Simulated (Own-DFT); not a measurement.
# Device materials side by side: how hard are they to compress?

No measurement is shown. These are fixed-geometry runs of a retired plane-wave code named Own-DFT, which no person has reviewed; spin and spin-orbit coupling are neglected.

Limits (not all hold for every row): forces on such cells moved up to 12 meV/angstrom on a denser k mesh; forces not confirmed at this smearing and k mesh; k mesh not checked against a denser one; forces on such cells passed a denser k mesh, each cell not checked; stress not checked against mesh or cutoff.

All runs are PBE with PseudoDojo norm-conserving files; cutoff and k mesh are each material's own. Every cell starts from measured lattice constants and was given uniform random strains and small random moves of its atoms. Each triple is the change of volume in per cent, the rms move u in Å and the pressure in GPa.

- 4H SiC (C36Si36), 10.36 Å³/atom unstrained: (-3.72, 0.048, 14.08); (-3.09, 0.053, 13.41); (-2.22, 0.050, 11.32); (0.28, 0.051, 4.93); (0.63, 0.052, 4.60); (0.97, 0.050, 3.01); (2.80, 0.050, -0.47)
- wurtzite AlN (Al36N36), 10.45 Å³/atom unstrained: withheld
- wurtzite GaN (Ga36N36), 11.42 Å³/atom unstrained: (-3.29, 0.051, 14.66); (-2.49, 0.050, 13.38); (0.23, 0.050, 6.76); (0.34, 0.049, 7.07); (1.17, 0.053, 5.37); (1.84, 0.051, 4.10); (2.00, 0.050, 3.36)
- diamond silicon (Si64), 20.02 Å³/atom unstrained: (-1.89, 0.051, 4.58); (-0.33, 0.052, 2.90); (-0.25, 0.052, 2.98); (0.42, 0.052, 2.19); (1.04, 0.052, 1.76); (1.30, 0.048, 1.38); (1.38, 0.056, 1.71)
- zincblende GaAs (As32Ga32), 22.58 Å³/atom unstrained: (-3.55, 0.050, 7.24); (-2.11, 0.049, 5.70); (-0.71, 0.051, 4.65); (-0.39, 0.048, 4.34); (2.04, 0.049, 2.60); (2.06, 0.051, 2.54); (2.34, 0.050, 2.40)
- grey tin (Sn64), 34.15 Å³/atom unstrained: (-1.02, 0.046, 4.25); (-0.81, 0.052, 4.10); (-0.14, 0.052, 3.80); (-0.10, 0.045, 3.70); (0.24, 0.054, 3.65); (1.34, 0.050, 3.13); (1.52, 0.049, 2.88)

## Worked fit

Fit a line to each set against the fractional change of volume; B is minus its slope, and u is nearly the same within a set. To take it to zero pressure, assume that B rises by 4 GPa for each GPa: B0 = B - 4 x (mean pressure). The bond length of an ideal tetrahedral crystal with the unstrained volume v is d = (√3/4)(8 v)^(1/3). Cohen's empirical rule reads B0 = (1971 - 220 L) d^(-3.5) GPa, with L = 0 for group IV crystals and SiC and 1 for III-V compounds.

```
material,L,d (Å),B (GPa),mean P (GPa),B0 (GPa),rule (GPa)
4H SiC (C36Si36),0,1.888,234 ± 7,7.3,204 ± 7,213
wurtzite AlN (Al36N36),1,1.893,?,?,?,188
wurtzite GaN (Ga36N36),1,1.950,214 ± 6,7.8,183 ± 6,169
diamond silicon (Si64),0,2.352,93 ± 6,2.5,83 ± 6,99
zincblende GaAs (As32Ga32),1,2.448,80 ± 3,4.2,63 ± 3,76
grey tin (Sn64),0,2.810,50 ± 3,3.6,35 ± 3,53
```

A line through ln[B0/(1971 - 220 L)] against ln d has a slope of -4.5 ± 0.2 and a scatter of 7 %. Against the rule, B0 stands at 96 % for 4H SiC, 108 % for wurtzite GaN, 84 % for diamond silicon, 83 % for zincblende GaAs, 67 % for grey tin. PBE tends to make silicon and heavier crystals too soft, and the rule itself is only a guide.

## The run left out

Q: what B0 does the fitted trend give for wurtzite AlN (Al36N36)?

The line gives 195 GPa. Its own runs give B = 211 ± 5 GPa at a mean pressure of 5.3 GPa, so B0 = 189 GPa.
